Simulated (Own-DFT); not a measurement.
Si$_{3}$N$_{4}$ (beta silicon nitride, atoms displaced) (calculated)

A calculation, not a measurement: plane-wave PBE density functional theory by an unreviewed code, no spin, of a simulated periodic cell, stress positive in tension, free energy of the whole cell less one offset for each atom, forces on such cells moved up to 12 meV/angstrom on a denser k mesh; offsets are fitted by least squares, one for each functional and potential file, so energies compare only between cells with the same atoms and settings and are not formation energies; the far tail of each file's local potential was reset to the Coulomb form; each entry is a single point on an unrelaxed cell, so the pressure reflects the starting lattice, mostly measured values (interpolated for alloys), from which strain is counted, and rises with the displacements; printed positions are rounded, which can move forces by about a meV/angstrom; the program, named Own-DFT, is a retired in-house code; no spin-orbit coupling; before rounding, a Quantum ESPRESSO 7.3.1 run of the same cell and cutoff gave forces within 1 meV/angstrom rms on each cell, which checks the program and not the settings. Program: Own-DFT development build.

Settings shared by all entries: functional PBE; potential files PseudoDojo norm-conserving, scalar-relativistic, standard set; wave cutoff 42 hartree; occupations Fermi-Dirac; smearing width 0.1 eV; k mesh 2 x 2 x 4 centred on Gamma.

(1) Si$_{3}$N$_{4}$ (beta silicon nitride, atoms displaced)

```
CELL_PARAMETERS angstrom
15.21200 0.00000 0.00000
-7.60600 13.17400 0.00000
0.00000 0.00000 5.81800
ATOMIC_POSITIONS crystal
Si 0.08910 0.39189 0.13008
Si 0.11562 0.19783 0.14290
Si 0.28823 0.41135 0.11913
Si 0.41140 0.11423 0.37054
Si 0.37902 0.29425 0.38742
Si 0.19829 0.08238 0.38132
N 0.15966 0.00918 0.12683
N 0.48345 0.15220 0.12865
N 0.35528 0.33760 0.11958
N 0.33375 0.47520 0.37121
N 0.01813 0.35182 0.37571
N 0.13956 0.16048 0.37100
N 0.16192 0.32542 0.13329
N 0.33015 0.16854 0.36533
Si 0.08222 0.38977 0.62728
Si 0.11861 0.20336 0.62059
Si 0.30059 0.41823 0.63355
Si 0.42224 0.11722 0.87855
Si 0.38706 0.30054 0.87087
Si 0.20188 0.08344 0.86439
N 0.16669 0.01102 0.63030
N 0.47939 0.14943 0.62561
N 0.35340 0.33222 0.62716
N 0.33879 0.48581 0.88367
N 0.01625 0.34663 0.87343
N 0.15116 0.16801 0.85770
N 0.16459 0.33021 0.63182
N 0.32930 0.16472 0.87829
Si 0.08726 0.88199 0.12714
Si 0.12181 0.70472 0.11817
Si 0.29511 0.91038 0.12793
Si 0.41174 0.62119 0.37881
Si 0.37846 0.79445 0.36528
Si 0.20452 0.58871 0.37936
N 0.17033 0.51470 0.11868
N 0.48692 0.65421 0.12489
N 0.34266 0.83039 0.13362
N 0.32877 0.97889 0.38054
N 0.01733 0.84724 0.37408
N 0.14768 0.66643 0.39283
N 0.16370 0.83532 0.13266
N 0.33554 0.66797 0.36315
Si 0.08683 0.88445 0.62791
Si 0.11582 0.70262 0.65277
Si 0.29039 0.90471 0.61818
Si 0.40976 0.61596 0.89178
Si 0.38419 0.79580 0.87772
Si 0.20022 0.59041 0.87611
N 0.16119 0.51893 0.61361
N 0.48484 0.65432 0.63455
N 0.35519 0.84182 0.61695
N 0.33070 0.98397 0.86776
N 0.02255 0.85192 0.86849
N 0.15324 0.66634 0.87136
N 0.16860 0.83469 0.62528
N 0.32963 0.66309 0.87327
Si 0.58477 0.38675 0.12001
Si 0.61349 0.20521 0.11593
Si 0.79889 0.41293 0.12314
Si 0.91496 0.12119 0.38415
Si 0.88420 0.29315 0.37937
Si 0.70329 0.08092 0.37477
N 0.66666 0.01576 0.11949
N 0.98457 0.15449 0.11679
N 0.85002 0.33576 0.12585
N 0.83884 0.48013 0.37714
N 0.51073 0.34728 0.38707
N 0.64657 0.16419 0.37547
N 0.66039 0.33653 0.12587
N 0.83205 0.17091 0.37941
Si 0.58580 0.38712 0.62207
Si 0.60857 0.19528 0.61372
Si 0.79607 0.41452 0.62576
Si 0.91657 0.11971 0.86777
Si 0.88599 0.29761 0.89294
Si 0.70554 0.09541 0.86480
N 0.66848 0.01549 0.62116
N 0.98137 0.15184 0.62255
N 0.84571 0.33093 0.62480
N 0.83086 0.48671 0.86382
N 0.51399 0.35058 0.88651
N 0.65207 0.17450 0.86533
N 0.66953 0.33704 0.62511
N 0.82939 0.16820 0.87659
Si 0.59289 0.88638 0.11628
Si 0.62520 0.70631 0.12692
Si 0.80075 0.91059 0.13276
Si 0.91892 0.61748 0.39684
Si 0.88046 0.79705 0.36913
Si 0.70413 0.58941 0.38089
N 0.66885 0.51840 0.12934
N 0.98564 0.65386 0.11746
N 0.85531 0.83893 0.11686
N 0.84303 0.99263 0.38252
N 0.51442 0.85279 0.37508
N 0.64885 0.66986 0.36317
N 0.67306 0.83798 0.12149
N 0.83327 0.66697 0.37652
Si 0.59046 0.88848 0.63128
Si 0.61559 0.70070 0.61932
Si 0.78795 0.90997 0.62614
Si 0.91063 0.60982 0.86951
Si 0.88140 0.79327 0.87458
Si 0.70156 0.58790 0.87705
N 0.67205 0.51434 0.61904
N 0.98091 0.64767 0.62851
N 0.85217 0.83561 0.63015
N 0.83409 0.97428 0.88283
N 0.51751 0.85192 0.87991
N 0.64705 0.66482 0.87656
N 0.66535 0.83492 0.62826
N 0.83555 0.67172 0.87080
```

* free energy of cell above offsets: -8.725 eV
* pressure: 7.92 GPa
* stress xx: -5.49 GPa
* stress yy: -7.63 GPa
* stress zz: -10.63 GPa
* stress yz: 0.39 GPa
* stress xz: -1.46 GPa
* stress xy: -0.19 GPa

Force:
| element | x (eV/Å) | y (eV/Å) | z (eV/Å) |
| --- | --- | --- | --- |
| Si | 1.586 | -4.793 | -0.885 |
| Si | -2.99 | 1.715 | -7.656 |
| Si | 3.064 | -2.516 | 1.268 |
| Si | -2.693 | -0.782 | 1.118 |
| Si | 1.1 | 1.123 | -4.031 |
| Si | 0.636 | 0.508 | -1.67 |
| N | -0.077 | 2.629 | -0.077 |
| N | 1.395 | -0.051 | 0.16 |
| N | -2.052 | 0.567 | 1.289 |
| N | -0.717 | 4.483 | 0.937 |
| N | -1.84 | -0.268 | -0.469 |
| N | 4.289 | -2.909 | 3.927 |
| N | -1.3 | 2.723 | -0.228 |
| N | 0.569 | -2.811 | 0.591 |
| Si | 3.61 | -1.792 | -0.349 |
| Si | -2.585 | 0.868 | 0.755 |
| Si | -0.153 | -3.56 | -1.088 |
| Si | -6.102 | -2.081 | -0.353 |
| Si | -0.638 | -2.953 | 2.326 |
| Si | -0.22 | 1.65 | 2.986 |
| N | -0.471 | 0.609 | -1.992 |
| N | 1.959 | 0.534 | -1.494 |
| N | -3.61 | 2.515 | 0.905 |
| N | -0.772 | 0.61 | -0.895 |
| N | -1.129 | 0.977 | 1.767 |
| N | 1.308 | -2.039 | 3.391 |
| N | -0.493 | 3.207 | -0.088 |
| N | 2.533 | 0.747 | -0.348 |
| Si | -2.074 | 0.208 | -0.591 |
| Si | -3.261 | 0.907 | 3.666 |
| Si | -1.72 | 1.9 | -1.341 |
| Si | 3.964 | -2.393 | -0.136 |
| Si | 2.746 | 1.888 | 2.698 |
| Si | -0.83 | 1.216 | -1.807 |
| N | -0.634 | 2.624 | 0.691 |
| N | 0.428 | 0.312 | 1.394 |
| N | 0.436 | -0.527 | -3.074 |
| N | 0.537 | 2.335 | -1.526 |
| N | -1.849 | -0.602 | 0.659 |
| N | 1.264 | -0.632 | -1.98 |
| N | 3.976 | -2.292 | -0.589 |
| N | -2.778 | -0.59 | 0.43 |
| Si | 0.555 | -0.783 | -1.757 |
| Si | -2.873 | 2.03 | -5.895 |
| Si | 1.543 | 3.791 | 1.78 |
| Si | 2.011 | 0.357 | -1.59 |
| Si | -0.132 | 1.059 | -1.011 |
| Si | 2.941 | -2.474 | -1.161 |
| N | 0.273 | -0.654 | 3.062 |
| N | -0.497 | -0.851 | -0.572 |
| N | 1.431 | -2.374 | 1.483 |
| N | 1.176 | -0.454 | 1.284 |
| N | -3.228 | -1.851 | 1.933 |
| N | -0.075 | 0.06 | 3.051 |
| N | -2.246 | -3.506 | 0.643 |
| N | -0.676 | 1.495 | -0.023 |
| Si | -0.46 | 0.385 | 3.152 |
| Si | 0.719 | 1.124 | 1.789 |
| Si | -2.283 | 0.029 | 0.104 |
| Si | -0.658 | -0.322 | -3.293 |
| Si | -1.639 | 3.61 | 0.702 |
| Si | -1.373 | 2.662 | -1.611 |
| N | -0.127 | 1.04 | -0.83 |
| N | 0.062 | -0.393 | 1.656 |
| N | 0.416 | -0.125 | 1.065 |
| N | -0.032 | 2.889 | -0.788 |
| N | 0.527 | 0.697 | -1.78 |
| N | 1.331 | -1.34 | -2.277 |
| N | 3.532 | -0.666 | -0.151 |
| N | 1.221 | -3.399 | -0.274 |
| Si | 1.556 | -1.881 | 1.049 |
| Si | -0.5 | 4.089 | 0.45 |
| Si | 0.849 | -2.507 | -0.962 |
| Si | -1.653 | -2.589 | 1.847 |
| Si | -0.87 | 0.042 | -3.726 |
| Si | -1.054 | -1.953 | 1.291 |
| N | -0.18 | 0.732 | 1.542 |
| N | 2.342 | 1.422 | 0.629 |
| N | 1.026 | 0.606 | 1.342 |
| N | 0.538 | -1.518 | 2.285 |
| N | 0.692 | 0.672 | -2.993 |
| N | 0.767 | -1.964 | 0.826 |
| N | -2.141 | -2.161 | -0.167 |
| N | 2.958 | 0.282 | 0.109 |
| Si | -1.113 | -0.571 | 2.455 |
| Si | -5.004 | 1.535 | -2.975 |
| Si | -0.675 | 3.031 | 0.227 |
| Si | -3.264 | -1.682 | -6.986 |
| Si | 2.549 | 0.246 | 1.634 |
| Si | 0.596 | -0.005 | -1.179 |
| N | -0.711 | -0.261 | -0.315 |
| N | 1.2 | -0.781 | 0.939 |
| N | 0.449 | -1.226 | 1.549 |
| N | -0.853 | -3.26 | -0.334 |
| N | 0.597 | 0.064 | -0.462 |
| N | 3.251 | -2.197 | 4.11 |
| N | -0.343 | -1.84 | 0.579 |
| N | 0.576 | -0.084 | 0.061 |
| Si | -1.987 | -1.93 | -1.651 |
| Si | -1.945 | 1.349 | 1.091 |
| Si | 4.529 | 2.422 | 0.56 |
| Si | -1.6 | 3.064 | 2.563 |
| Si | 2.071 | 3.394 | -1.041 |
| Si | 1.563 | 0.207 | -0.407 |
| N | -1.364 | 1.559 | 1.496 |
| N | 4.082 | 1.783 | 3.255 |
| N | -1.739 | 0.249 | -1.821 |
| N | -0.482 | 4.136 | -1.556 |
| N | -1.182 | -0.44 | -0.704 |
| N | 1.236 | -0.617 | -1.397 |
| N | -0.876 | -2.463 | -0.478 |
| N | 0.258 | -4.253 | 0.279 |

(2) Si$_{3}$N$_{4}$ (beta silicon nitride, atoms displaced)

```
CELL_PARAMETERS angstrom
15.21200 0.00000 0.00000
-7.60600 13.17400 0.00000
0.00000 0.00000 5.81800
ATOMIC_POSITIONS crystal
Si 0.08725 0.38438 0.13066
Si 0.12170 0.20992 0.11131
Si 0.29709 0.41060 0.12327
Si 0.41133 0.11365 0.38549
Si 0.39092 0.29752 0.37274
Si 0.20427 0.08516 0.37961
N 0.16737 0.01802 0.12190
N 0.48337 0.14984 0.12147
N 0.34730 0.33101 0.12712
N 0.32894 0.47919 0.38499
N 0.02301 0.35513 0.37668
N 0.14868 0.15941 0.36442
N 0.16917 0.33903 0.11239
N 0.33260 0.16397 0.37788
Si 0.08756 0.39021 0.61609
Si 0.11863 0.20295 0.63114
Si 0.29829 0.41404 0.60968
Si 0.41934 0.12157 0.88499
Si 0.38577 0.29631 0.85583
Si 0.20422 0.08700 0.87716
N 0.16928 0.02128 0.61475
N 0.49079 0.15304 0.61935
N 0.35002 0.33206 0.61318
N 0.33488 0.48020 0.88051
N 0.01444 0.34779 0.87150
N 0.14950 0.16582 0.87865
N 0.16499 0.33833 0.63089
N 0.32683 0.15710 0.87262
Si 0.07741 0.87894 0.12905
Si 0.11433 0.69532 0.12425
Si 0.30147 0.91782 0.12826
Si 0.41291 0.61926 0.38027
Si 0.39097 0.80294 0.36011
Si 0.19951 0.58339 0.36762
N 0.15634 0.50780 0.12757
N 0.48980 0.65198 0.12503
N 0.34853 0.83492 0.12109
N 0.33707 0.98432 0.36980
N 0.01620 0.84422 0.38023
N 0.14412 0.66855 0.38554
N 0.16954 0.83448 0.10548
N 0.33426 0.66684 0.37485
Si 0.08586 0.88605 0.62001
Si 0.11903 0.70660 0.63151
Si 0.28830 0.90762 0.62389
Si 0.41448 0.61482 0.89139
Si 0.38295 0.79643 0.88132
Si 0.20006 0.58599 0.87243
N 0.16932 0.51526 0.61846
N 0.48757 0.65254 0.62451
N 0.34832 0.83704 0.63281
N 0.33740 0.98628 0.87243
N 0.01570 0.84520 0.88013
N 0.15258 0.67333 0.86841
N 0.16585 0.83726 0.60727
N 0.32182 0.66188 0.87463
Si 0.58716 0.38780 0.12121
Si 0.61789 0.20936 0.12191
Si 0.79931 0.41996 0.12980
Si 0.91022 0.11758 0.37590
Si 0.88166 0.29466 0.36800
Si 0.70476 0.08782 0.37851
N 0.66770 0.01564 0.13188
N 0.98184 0.15796 0.12829
N 0.85215 0.33347 0.13078
N 0.82942 0.48225 0.38116
N 0.52054 0.35003 0.36887
N 0.64963 0.16309 0.36425
N 0.66564 0.33889 0.13133
N 0.82937 0.15937 0.37741
Si 0.58764 0.38274 0.62934
Si 0.61969 0.20217 0.62943
Si 0.79724 0.41212 0.62958
Si 0.91098 0.11669 0.88862
Si 0.89198 0.29976 0.87601
Si 0.71025 0.08722 0.88823
N 0.66989 0.01785 0.61684
N 0.99153 0.15352 0.63506
N 0.84751 0.33646 0.62669
N 0.82932 0.48019 0.87200
N 0.51113 0.34717 0.87081
N 0.65155 0.16294 0.88685
N 0.66717 0.33165 0.62078
N 0.83723 0.17153 0.87052
Si 0.58986 0.88425 0.11667
Si 0.60851 0.70069 0.12862
Si 0.79656 0.91523 0.12788
Si 0.91087 0.61245 0.37513
Si 0.88000 0.78996 0.39409
Si 0.70294 0.59238 0.37444
N 0.66567 0.51067 0.12637
N 0.98629 0.64819 0.12217
N 0.85153 0.83830 0.13450
N 0.83392 0.98142 0.37339
N 0.51271 0.84896 0.39127
N 0.64940 0.66400 0.37300
N 0.66590 0.83807 0.10901
N 0.83634 0.66839 0.36880
Si 0.58775 0.88335 0.60995
Si 0.61521 0.70222 0.62934
Si 0.79379 0.91024 0.61074
Si 0.91956 0.61838 0.86889
Si 0.88023 0.79935 0.87449
Si 0.69129 0.58077 0.85400
N 0.66639 0.51558 0.62821
N 0.97520 0.64147 0.62442
N 0.84635 0.83116 0.61425
N 0.83198 0.98564 0.86700
N 0.52396 0.85918 0.87243
N 0.64741 0.66096 0.88738
N 0.66719 0.83249 0.61016
N 0.83158 0.66713 0.87644
```

- free energy of cell above offsets: -8.751 eV
- pressure: 8.15 GPa
- stress xx: -8.97 GPa
- stress yy: -5.77 GPa
- stress zz: -9.7 GPa
- stress yz: -0.29 GPa
- stress xz: -1.17 GPa
- stress xy: -1.43 GPa

Force:
| element | x (eV/Å) | y (eV/Å) | z (eV/Å) |
| --- | --- | --- | --- |
| Si | -0.032 | -2.74 | -2.242 |
| Si | -1.215 | -1.381 | 3.383 |
| Si | 0.61 | -0.423 | 0.804 |
| Si | 0.692 | 0.579 | -1.305 |
| Si | -1.155 | -1.409 | -1.216 |
| Si | -0.617 | 1.91 | -3.778 |
| N | -0.673 | -2.814 | 0.893 |
| N | 1.731 | 1.288 | 3.014 |
| N | 1.101 | 0.041 | -1.12 |
| N | 0.751 | 5.36 | -5.253 |
| N | -4.17 | -2.306 | -0.796 |
| N | -1.814 | 2.039 | 0.843 |
| N | -0.036 | -1.309 | 0.523 |
| N | 1.059 | 1.469 | 0.087 |
| Si | 1.569 | -2.157 | 2.837 |
| Si | -0.274 | 1.157 | -2.591 |
| Si | -0.786 | -3.757 | 5.677 |
| Si | -1.841 | -2.801 | -3.622 |
| Si | -2.362 | -2.389 | 2.699 |
| Si | -1.818 | -1.138 | -0.248 |
| N | -0.808 | -3.989 | 3.562 |
| N | -1.172 | -0.415 | 1.553 |
| N | -0.757 | 0.949 | 0.248 |
| N | 0.599 | 2.643 | -1.327 |
| N | 2.288 | 2.131 | 0.17 |
| N | 1.465 | -0.604 | -1.125 |
| N | 2.373 | -1.214 | -0.495 |
| N | 2.771 | 4.912 | -0.226 |
| Si | 4.845 | 2.419 | -0.57 |
| Si | -1.523 | 4.549 | 0.483 |
| Si | -2.007 | -1.104 | -2.616 |
| Si | 0.365 | -1.953 | 0.249 |
| Si | -3.894 | -1.679 | 3.131 |
| Si | -0.249 | 2.114 | 0.994 |
| N | 0.071 | 4.925 | -1.385 |
| N | -5.166 | -2.115 | 1.652 |
| N | 1.152 | -0.239 | 0.834 |
| N | -0.052 | 0.1 | 2.225 |
| N | -2.855 | -0.846 | 0.279 |
| N | 3.75 | -2.79 | -1.67 |
| N | -0.987 | -1.113 | 0.977 |
| N | -1.315 | 0.462 | -0.677 |
| Si | 0.842 | 1.215 | 1.756 |
| Si | -3.442 | 1.067 | -1.513 |
| Si | 3.099 | 3.603 | 0.801 |
| Si | -2.267 | -1.258 | -3.172 |
| Si | 0.297 | 0.76 | -2.277 |
| Si | -1.976 | -1.527 | -0.18 |
| N | -0.842 | 1.575 | 0.878 |
| N | -1.435 | -0.851 | 1.202 |
| N | 1.514 | -1.29 | -1.579 |
| N | 0.099 | 0.212 | -0.215 |
| N | -2.41 | -0.111 | -2.453 |
| N | 2.447 | -3.023 | 1.573 |
| N | -1.701 | -2.447 | 0.515 |
| N | 5.389 | 2.385 | 0.709 |
| Si | 0.294 | -1.841 | -0.052 |
| Si | 0.104 | -1.036 | 0.757 |
| Si | -0.087 | -3.113 | -0.89 |
| Si | 3.614 | -0.808 | 1.756 |
| Si | 1.095 | -0.029 | 2.687 |
| Si | -2.114 | -0.352 | -0.811 |
| N | 0.221 | -0.906 | -0.116 |
| N | 2.019 | 0.299 | 0.668 |
| N | -1.539 | 1.47 | -1.809 |
| N | 0.475 | 1.685 | -0.155 |
| N | -1.498 | -0.198 | 1.493 |
| N | -0.271 | 0.76 | 1.367 |
| N | 1.763 | -1.037 | -0.653 |
| N | 0.036 | 3.926 | -0.039 |
| Si | 0.848 | -0.575 | -1.464 |
| Si | 0.568 | -0.427 | -0.807 |
| Si | -1.115 | -0.656 | -0.434 |
| Si | 1.61 | 0.268 | -2.865 |
| Si | -3.941 | -0.023 | -0.402 |
| Si | -1.937 | 0.161 | -2.027 |
| N | -0.132 | -1.674 | 2.406 |
| N | -3.176 | -1.702 | -0.729 |
| N | 3.093 | -1.642 | -0.428 |
| N | 0.785 | 2.93 | 1.202 |
| N | 1.782 | 1.164 | 0.172 |
| N | -0.075 | 0.348 | -1.295 |
| N | -0.37 | 0.516 | 0.607 |
| N | -0.216 | -1.058 | 0.269 |
| Si | -1.909 | 2.092 | 1.597 |
| Si | 5.871 | 3.428 | -0.316 |
| Si | 0.744 | -0.604 | -1.86 |
| Si | -0.162 | 0.012 | -0.964 |
| Si | 1.529 | 2.59 | -4.433 |
| Si | 2.547 | -2.647 | -1.36 |
| N | -0.838 | 3.923 | -0.686 |
| N | -0.586 | -0.902 | 0.593 |
| N | 0.097 | -0.383 | -0.354 |
| N | -0.046 | 2.513 | -0.073 |
| N | 1.53 | 0.388 | -4.652 |
| N | -1.908 | 1.125 | 0.663 |
| N | 2.463 | -3.317 | 0.756 |
| N | -0.947 | -2.844 | 0.138 |
| Si | 1.411 | 2.499 | 3.632 |
| Si | 0.988 | 0.375 | 0.086 |
| Si | 0.756 | 1.22 | 2.027 |
| Si | -4.879 | -1.723 | 2.578 |
| Si | 1.519 | -1.607 | 1.326 |
| Si | 4.054 | 2.886 | 6.699 |
| N | -0.533 | -2.26 | -4.317 |
| N | 4.46 | 2.432 | -1.715 |
| N | -1.434 | 1.19 | 3.244 |
| N | 0.25 | -0.733 | 0.503 |
| N | -2.873 | -2.441 | -0.664 |
| N | -2.253 | 1.363 | -1.491 |
| N | -0.632 | -1.084 | 0.174 |
| N | -0.278 | -0.613 | -0.435 |
